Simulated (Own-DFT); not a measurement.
InGa₃P₄ (zincblende random alloy, strained, atoms displaced) (calculated)

Computed with Own-DFT development build. A calculation, not a measurement: plane-wave PBE density functional theory by an unreviewed code, no spin, of a simulated periodic cell, stress positive in tension, free energy of the whole cell less one offset for each atom, forces on such cells passed a denser k mesh, this cell's mesh not checked; offsets are fitted by least squares, one for each functional and potential file, so energies compare only between cells with the same atoms and settings and are not formation energies; the far tail of each file's local potential was reset to the Coulomb form; each entry is a single point on an unrelaxed cell, so the pressure reflects the starting lattice, mostly measured values, from which strain is counted, and rises with the displacements; printed positions are rounded, which can move forces by about a meV/angstrom; the program is a retired in-house code; no spin-orbit coupling.

Common to all runs: functional PBE; potential files PseudoDojo norm-conserving, scalar-relativistic, standard set; wave cutoff 42 hartree; occupations Fermi-Dirac; smearing width 0.1 eV; k mesh 3 x 3 x 3 centred on Gamma.

(1) 
```xyz
64
Lattice="11.3066 0.0000 0.0000 0.0000 11.3066 0.0000 0.0000 0.0000 10.9332" Properties=species:S:1:pos:R:3:force_x:R:1:force_y:R:1:force_z:R:1 formula=InGa3P4 free_energy_of_cell_above_offsets=-30.352 pressure=2.54 stress_xx=-1.93 stress_yy=-1.98 stress_zz=-3.71 stress_yz=0.33 stress_xz=-0.35 stress_xy=0.43
Ga    11.2921    11.2780     0.0681     -0.164      0.119     -0.442
Ga    11.2582     2.8456     2.6424      0.416     -0.431      1.172
Ga     2.8587     0.0272     2.7610     -0.312     -0.099      0.228
In     2.8716     2.8399     0.0415     -0.577      -0.27     -0.515
P      1.3927     1.3876     1.3758     -0.453     -0.534      0.678
P      1.4984     4.1742     4.1878     -2.058     -0.211     -0.209
P      4.2078     1.4343     4.1817      0.408     -0.125     -0.832
P      4.2973     4.2435     1.3544      1.159       0.57      0.139
Ga    11.2668    11.2767     5.4741      0.902      -0.07      0.023
In    11.2422     2.7746     8.2091      1.709      0.127      0.094
Ga     2.9355    11.2520     8.1365     -1.265      1.353      1.388
Ga     2.8169     2.8515     5.4765      0.295     -0.692      0.951
P      1.4642     1.3791     6.8755       0.49     -0.773     -0.989
P      1.3995     4.2528     9.5987      -0.25       1.36      0.072
P      4.3112     1.4841     9.5376     -0.575     -0.836     -1.117
P      4.3082     4.1913     6.8051      -1.26     -0.205      0.942
Ga    11.2361     5.6411     0.0985      0.759      0.332     -0.377
Ga     0.0153     8.4656     2.7595      0.238      0.446     -0.217
In     2.8195     5.6232     2.7714      0.081      0.377     -0.254
Ga     2.8217     8.4988    10.8563     -0.358      0.185      1.101
P      1.3981     7.1202     1.4065     -0.459      0.126     -1.097
P      1.5043     9.8278     4.0845     -1.808      1.601     -0.791
P      4.3103     7.0190     4.1350     -1.434      2.657     -2.118
P      4.2199     9.8549     1.4769     -0.517     -0.144     -0.529
Ga    11.2959     5.6175     5.4830      0.196      0.194     -0.102
Ga     0.0272     8.5175     8.1473     -0.509     -0.101      0.765
Ga     2.8368     5.6496     8.2173      0.008      -0.17      0.038
In     2.8267     8.4793     5.5295      0.717     -0.436      0.169
P      1.3700     7.0735     6.8919     -0.381     -1.187      0.259
P      1.3974     9.8982     9.5939      0.197      0.348     -0.462
P      4.2285     7.1321     9.6236      0.104      -0.67     -0.596
P      4.2328     9.9603     6.9246      1.954     -0.766     -0.515
In     5.6843     0.0035     0.0035     -0.903     -0.768     -0.045
Ga     5.5881     2.7960     2.6384      0.736     -0.249      0.753
Ga     8.4562     0.0010     2.6794     -0.052      0.202      0.998
In     8.4672     2.8194    10.9208       0.36      0.727     -0.814
P      7.1180     1.4184     1.2644     -0.686     -0.349      3.042
P      6.9894     4.2560     4.1107       1.24       -1.4     -0.897
P      9.9181     1.4280     4.1959     -0.416      0.105     -1.088
P      9.8452     4.2316     1.3829      0.838      0.857      0.779
Ga     5.6613    11.2632     5.4078     -0.577       0.44      0.685
Ga     5.6498     2.8392     8.2215       0.58     -0.211     -0.689
Ga     8.4465     0.0295     8.1329      0.328     -0.251      0.301
Ga     8.4360     2.8238     5.5106      0.215       0.31      -0.43
P      7.1041     1.3215     6.7431     -0.785      0.851      0.569
P      7.0512     4.2554     9.5260     -0.602      0.791     -0.476
P      9.8619     1.4093     9.5260      -0.29      -2.46      0.773
P      9.9409     4.1999     6.8643     -1.678      1.368     -1.449
Ga     5.6256     5.6636    10.8922      0.491      0.235      0.279
Ga     5.6344     8.4535     2.7313      0.276     -0.021      0.459
Ga     8.4946     5.5884     2.7962     -0.427      0.544     -0.146
Ga     8.4457     8.5327    10.8955      0.294     -0.361      0.125
P      7.0621     7.1106     1.3687      0.169     -0.504     -0.096
P      7.0034     9.8505     4.2224     -0.567      0.876     -2.529
P      9.9337     7.0944     4.0482       0.46     -1.378     -0.133
P      9.8756     9.8950     1.4103      0.022     -0.275     -0.213
In     5.6147     5.7563     5.4336      1.236     -1.813      1.479
Ga     5.6816     8.4881     8.3017     -0.098     -0.259     -0.853
Ga     8.5403     5.6129     8.2203     -0.284      0.427     -0.161
In     8.5527     8.5415     5.4629     -0.853     -1.722     -0.099
P      7.0527     7.0314     6.8395      0.923      0.746      1.892
P      7.0769     9.9102     9.4973      0.972     -0.522     -0.227
P      9.9100     7.0392     9.6160     -0.149      0.481     -0.323
P      9.8413     9.8907     6.8254      1.973      1.506      1.679
```

Units: free_energy_of_cell_above_offsets in eV; pressure, stress_xx, stress_yy, stress_zz, stress_yz, stress_xz, stress_xy in GPa; force_x, force_y, force_z in eV/Å.

(2) 
```xyz
64
Lattice="11.3066 0.0000 0.0000 0.0000 11.3066 0.0000 0.0000 0.0000 10.9332" Properties=species:S:1:pos:R:3:force_x:R:1:force_y:R:1:force_z:R:1 formula=InGa3P4 free_energy_of_cell_above_offsets=-29.327 pressure=2.82 stress_xx=-2.18 stress_yy=-2.21 stress_zz=-4.07 stress_yz=0.09 stress_xz=-0.28 stress_xy=-0.12
In     0.0703    11.2251     0.0897     -2.094      -0.26      -1.83
Ga     0.0131     2.8509     2.7773     -0.146     -0.298     -0.368
Ga     2.8701     0.1204     2.6608      0.111     -0.676      0.844
In     2.7992     2.7140     0.0466      0.052      1.543     -0.061
P      1.4033     1.2617     1.3078       0.59      2.363      3.264
P      1.3887     4.3230     4.0685      -0.46     -1.949      1.116
P      4.2208     1.4578     4.1387        0.1     -0.215     -0.135
P      4.2516     4.2293     1.4141      1.624     -0.492     -0.329
Ga     0.0327     0.0587     5.4534     -0.265     -0.502      0.046
Ga     0.0105     2.8353     8.1969      0.104     -0.443      0.072
Ga     2.8435    11.2276     8.1748     -0.078      0.383      -0.01
Ga     2.8480     2.8461     5.4712     -0.663      0.065     -0.109
P      1.4291     1.3731     6.7803      0.238      0.556      0.733
P      1.4137     4.2262     9.5590     -0.548       0.81     -0.329
P      4.2122     1.3836     9.6083     -0.233      0.502     -2.968
P      4.1480     4.2592     6.8442      1.732     -0.862     -0.302
Ga     0.0179     5.7315     0.0348      0.225     -0.318     -0.227
Ga    11.2426     8.4747     2.7863       0.68      0.267     -0.138
In     2.8333     5.6846     2.7486      0.996     -1.193      0.373
In     2.7786     8.4748     0.0182      1.388      0.228     -0.367
P      1.5585     7.0448     1.4277     -4.015      0.876     -0.659
P      1.4369    10.0473     4.0720      0.019     -1.011     -0.016
P      4.2101     7.0175     4.1418      1.248      1.575      1.318
P      4.2290     9.9418     1.4309      0.257     -0.535      0.781
Ga     0.0235     5.5878     5.4547     -0.417      0.686      0.722
Ga     0.0166     8.5418     8.2015     -0.425     -0.032      0.013
Ga     2.8617     5.5557     8.1269     -0.883      1.368      1.077
Ga     2.7669     8.5055     5.5278      0.044      0.158     -0.712
P      1.3860     7.1612     6.8936       0.22     -1.171     -0.451
P      1.4069     9.8813     9.5901      0.169      -0.03     -2.174
P      4.3028     7.0670     9.5416       0.28     -0.882      -0.54
P      4.2478     9.8406     6.8203      0.148       0.42      -0.09
In     5.6195     0.0412    10.8680      0.631     -1.153      0.936
Ga     5.6745     2.8325     2.8845     -0.316     -0.344     -1.245
Ga     8.4250    11.2851     2.7322      0.134      0.268      0.518
In     8.5494     2.8928    10.9263     -0.856     -1.763      0.315
P      7.0349     1.3482     1.4077      0.469      1.217      1.134
P      7.0253     4.2339     4.0897      0.561      0.474      0.834
P      9.9058     1.4059     4.1393     -0.158     -0.025     -0.699
P      9.9145     4.2175     1.3188      1.514      1.867      2.091
Ga     5.6472     0.0283     5.4652     -0.173     -0.462     -0.045
Ga     5.7515     2.7916     8.2966     -0.779      0.503      -0.18
Ga     8.4243     0.0298     8.1800      0.583     -0.187     -0.329
Ga     8.4827     2.7800     5.3992     -0.055      0.581      0.662
P      6.9984     1.4343     6.8178      0.556     -0.019     -0.098
P      7.1841     4.2723     9.5796     -1.965      1.155     -1.071
P      9.8744     1.4003     9.5547       0.68     -0.619     -1.211
P      9.9092     4.2242     6.8967     -0.337      0.049     -0.809
Ga     5.6908     5.6628     0.0304     -0.276     -0.357     -0.382
Ga     5.6154     8.3782     2.7041      0.215      0.551       0.36
Ga     8.4423     5.6647     2.7837      0.345      -0.24     -0.571
In     8.4711     8.5104    10.9068      0.634       0.44     -0.199
P      7.1148     7.0602     1.2935      -1.21      -0.97      1.683
P      7.1118     9.8699     4.1601         -2      1.309     -1.754
P      9.8841     7.0337     4.1207      0.927     -0.974     -0.792
P      9.8617     9.9610     1.4217     -0.295     -1.105      1.364
Ga     5.6524     5.6824     5.5498     -0.067     -0.214      -0.27
Ga     5.6654     8.4909     8.1702      0.242      -0.38     -0.044
Ga     8.4775     5.7049     8.1752      0.375     -0.297     -0.052
In     8.4751     8.4836     5.4610      1.181      0.206     -0.457
P      7.1791     7.0939     6.7689     -2.348      -1.62      1.961
P      7.0532     9.9072     9.5098     -0.071      0.035     -1.328
P      9.9009     7.0807     9.5202      0.974     -0.487      -0.33
P      9.9268     9.8672     6.7603      0.888       1.63      1.461
```

Units: free_energy_of_cell_above_offsets in eV; pressure, stress_xx, stress_yy, stress_zz, stress_yz, stress_xz, stress_xy in GPa; force_x, force_y, force_z in eV/Å.

(3) 
```xyz
64
Lattice="11.3066 0.0000 0.0000 0.0000 11.3066 0.0000 0.0000 0.0000 10.9332" Properties=species:S:1:pos:R:3:force_x:R:1:force_y:R:1:force_z:R:1 formula=InGa3P4 free_energy_of_cell_above_offsets=-30.378 pressure=2.49 stress_xx=-1.88 stress_yy=-2.05 stress_zz=-3.55 stress_yz=-0.54 stress_xz=-0.21 stress_xy=0.66
Ga    11.2917    11.2883    10.9239       0.45      0.006      0.996
In     0.0054     2.8310     2.7216     -0.093      0.315      0.245
Ga     2.7837    11.3015     2.7187      0.706     -0.294      0.693
Ga     2.8726     2.8478    10.8918     -0.722      0.012      0.653
P      1.4380     1.3823     1.4869      0.503     -0.417     -2.425
P      1.3801     4.3148     4.0720      0.496     -0.082      1.755
P      4.2405     1.4068     4.0917     -0.532     -0.403      0.861
P      4.2195     4.2693     1.3231     -0.699      0.857     -0.219
Ga     0.0768     0.0376     5.4971     -0.394     -0.271     -0.056
Ga    11.2863     2.8163     8.1824     -0.209     -0.133      0.269
In     2.8581    11.2261     8.1911     -1.073      1.154      1.222
Ga     2.8444     2.8741     5.5309     -0.257     -0.322     -0.736
P      1.4019     1.4735     6.8707     -0.226      0.279     -0.719
P      1.3417     4.2327     9.5552      0.304     -0.317      0.423
P      4.2568     1.4727     9.6235     -0.625     -1.184      0.908
P      4.1438     4.2406     6.9061      0.409      0.791     -1.016
Ga     0.0635     5.6617     0.0683     -0.539      0.155     -0.229
Ga    11.2786     8.3920     2.6641      0.542     -0.014      0.537
Ga     2.7667     5.6297     2.8371      0.571      0.397     -1.159
In     2.8659     8.4778    10.9222      0.959     -0.292      0.143
P      1.4815     7.0607     1.3506     -1.059     -1.108      1.287
P      1.4505     9.8432     4.1145     -1.292      0.957     -0.967
P      4.2075     7.0553     4.0289      0.443      0.422      0.708
P      4.2421     9.9469     1.3849      1.247      0.635      0.319
Ga    11.2154     5.6353     5.4664      0.695      0.601      0.156
In    11.2900     8.4844     8.1926      0.707      0.183      0.259
Ga     2.8109     5.6006     8.2569     -0.769      0.372     -0.721
Ga     2.8394     8.6312     5.3619      0.788     -1.624      1.105
P      1.4343     7.1101     6.8189      0.907     -1.026     -1.023
P      1.3824     9.8863     9.7175     -0.684          1     -0.908
P      4.2222     6.9555     9.4967      1.177      0.079      0.133
P      4.2503     9.9098     6.8752      1.561     -1.629     -1.557
Ga     5.7408     0.0709    10.8382     -0.771     -0.376      0.899
In     5.7432     2.8858     2.6864     -1.954      0.078      0.629
In     8.4856     0.0857     2.7578     -0.114     -1.129     -0.955
In     8.4517     2.9284    10.8245       1.64       -1.6      1.819
P      6.9930     1.4435     1.3797      1.012     -1.198     -2.019
P      7.0160     4.3150     4.0751      1.997      0.763      0.964
P      9.9063     1.4113     4.0884      0.467      0.418      2.311
P      9.8634     4.3403     1.4775      0.629      0.045     -1.784
Ga     5.6903    11.2827     5.5228     -0.298      0.099     -0.492
In     5.6544     2.8707     8.3141     -0.744     -0.272     -1.544
Ga     8.4708     0.0254     8.2267     -0.276     -0.373     -0.419
Ga     8.5254     2.8721     5.4371      -0.48     -0.106      0.251
P      7.0085     1.4284     6.8800      1.452     -0.517     -0.907
P      7.0255     4.2233     9.6061      0.118      3.238      -0.71
P      9.9197     1.2936     9.5863      0.279      0.716     -0.628
P      9.8801     4.2691     6.8911     -0.235     -0.436     -0.275
Ga     5.7212     5.6372    10.9231     -1.007      0.274      0.123
Ga     5.6820     8.4957     2.7365     -0.553      -0.03     -0.171
Ga     8.5340     5.6860     2.6252     -1.391      0.828      1.212
Ga     8.3811     8.5124     0.0214      1.143     -0.562      -0.02
P      7.0230     7.0676     1.3318      0.328      0.119      0.257
P      7.0816     9.8746     4.0676     -0.552     -0.673      1.233
P      9.8267     7.0753     4.0885      0.861      -0.56     -0.536
P      9.9680     9.8214     1.3685     -0.533      0.167     -0.578
Ga     5.6679     5.6479     5.4457     -0.769      0.381      0.403
Ga     5.6514     8.4522     8.2352     -0.076     -0.333      -0.46
Ga     8.4446     5.6251     8.2427       0.08      0.597     -0.065
Ga     8.6075     8.4805     5.3924     -1.115      0.646      0.847
P      7.0777     7.0619     6.8060      0.227       0.18      0.116
P      7.0560     9.8606     9.5890     -0.032      0.455     -0.495
P      9.9413     7.0502     9.5508     -1.671     -1.057      1.482
P      9.9009     9.9226     6.8791     -0.952      1.117     -1.427
```

Units: free_energy_of_cell_above_offsets in eV; pressure, stress_xx, stress_yy, stress_zz, stress_yz, stress_xz, stress_xy in GPa; force_x, force_y, force_z in eV/Å.

(4) 
```xyz
64
Lattice="11.3066 0.0000 0.0000 0.0000 11.3066 0.0000 0.0000 0.0000 10.9332" Properties=species:S:1:pos:R:3:force_x:R:1:force_y:R:1:force_z:R:1 formula=InGa3P4 free_energy_of_cell_above_offsets=-28.797 pressure=2.92 stress_xx=-2.14 stress_yy=-2.47 stress_zz=-4.14 stress_yz=0.25 stress_xz=0.49 stress_xy=-0.87
Ga     0.0475    11.2386     0.0182     -0.483      0.564     -0.168
Ga    11.3044     2.8489     2.6934      0.246     -0.326      0.608
Ga     2.8429    11.3049     2.7191     -0.298      0.016      0.079
In     2.8789     2.8114     0.0778      0.176      0.685     -1.961
P      1.4740     1.4863     1.2817     -2.437     -2.476      2.382
P      1.4858     4.2732     4.1718     -1.033     -1.054     -0.238
P      4.2587     1.4379     4.0877     -0.646     -0.536      0.253
P      4.2262     4.1907     1.3931      1.159     -0.442      1.171
Ga    11.3027     0.0237     5.4651      -0.04     -0.331     -0.195
Ga    11.2627     2.7735     8.1361      0.227      1.325      0.495
Ga     2.8494    11.2596     8.2840     -0.404      0.602      -0.41
Ga     2.7837     2.7856     5.4784      0.399      0.133      0.475
P      1.3299     1.4502     6.8820      1.099     -0.957     -0.473
P      1.6096     4.2816     9.4888     -3.993     -1.739      1.512
P      4.2333     1.4165     9.5747      1.139     -0.799      -0.95
P      4.3448     4.2162     6.8659     -1.435     -2.112     -0.092
Ga    11.2661     5.6321    10.8430      0.432      0.016      0.188
In    11.2495     8.4672     2.7791      0.385      -0.27     -0.355
In     2.8410     5.6702     2.6445      0.119     -0.011      1.202
Ga     2.8190     8.4930    10.9114     -0.396     -0.071      0.023
P      1.4337     7.0632     1.3868      -1.07      0.535     -2.333
P      1.4883     9.7896     4.0980     -0.002      2.355       0.36
P      4.2698     7.0515     4.1119     -0.448      1.518     -0.143
P      4.1790     9.8772     1.3598      0.792      0.226      0.092
Ga     0.0365     5.6102     5.4384       0.01      0.985      0.288
Ga     0.0417     8.4721     8.1916     -0.048     -0.143     -0.602
In     2.8865     5.6415     8.2104      0.483       1.23     -1.782
Ga     2.8423     8.5352     5.4332      0.197     -0.951       0.32
P      1.4454     7.1088     6.8047      -0.66      0.154     -0.749
P      1.3708     9.8867     9.5119       0.29     -0.076        0.7
P      4.1812     7.1096     9.5548      1.206      1.081      1.075
P      4.1224     9.8334     6.9004      0.907      0.738     -0.592
Ga     5.6495     0.0710     0.0499      0.342     -0.351     -0.071
Ga     5.5355     2.8367     2.7447       1.57      0.088      0.196
In     8.4031    11.2460     2.8021      0.933      0.454     -1.116
Ga     8.4495     2.7882    10.9054      0.243      0.375      0.005
P      7.1635     1.4715     1.4238     -2.108      0.568     -0.936
P      7.0974     4.2411     4.1151     -1.525     -2.155       0.87
P      9.7903     1.4243     4.0942      2.013      0.744       0.81
P      9.8442     4.1896     1.4248       1.59      -0.78     -2.288
Ga     5.6117    11.3035     5.4461      -0.14     -0.612      0.322
Ga     5.6729     2.8292     8.1423     -0.109     -0.546      0.631
Ga     8.4574     0.0249     8.2023      0.274     -0.412     -0.101
Ga     8.4842     2.8171     5.5006     -0.432      0.068      0.172
P      6.9634     1.3336     6.8648      0.901      0.529     -0.414
P      6.9921     4.1973     9.5857      1.391     -0.656      -0.87
P      9.8957     1.4886     9.5284     -0.032     -0.921      0.435
P      9.9353     4.3128     6.8023     -0.326     -0.895       0.31
In     5.6718     5.5971     0.1360      -0.44      0.951     -1.248
Ga     5.6463     8.4360     2.7594      0.122       0.34     -0.135
In     8.4954     5.5455     2.7825     -0.304       1.72     -0.367
Ga     8.5566     8.5030    10.8822      -0.92     -0.191      -0.16
P      7.0749     7.0908     1.3506      0.903      1.498      0.546
P      7.1310     9.8622     4.1368     -2.482      -1.32      1.186
P      9.8470     7.0613     4.1454      0.355     -0.539      1.226
P      9.8467     9.8420     1.3500      0.434      0.813      -1.13
In     5.6306     5.6805     5.5788      0.007     -0.903     -1.904
Ga     5.5859     8.4726     8.2091      0.763     -0.068     -0.118
Ga     8.5112     5.5627     8.2437     -0.674       0.71      -0.51
Ga     8.5520     8.5361     5.4275     -0.546     -0.766      0.556
P      7.0292     7.0715     6.7133      2.337      2.063      2.708
P      7.0755     9.9089     9.5623     -0.277     -0.011      0.177
P      9.8672     7.1430     9.4570      0.228     -0.895      0.633
P      9.9212     9.7989     6.8079      0.037      1.231      0.407
```

Units: free_energy_of_cell_above_offsets in eV; pressure, stress_xx, stress_yy, stress_zz, stress_yz, stress_xz, stress_xy in GPa; force_x, force_y, force_z in eV/Å.
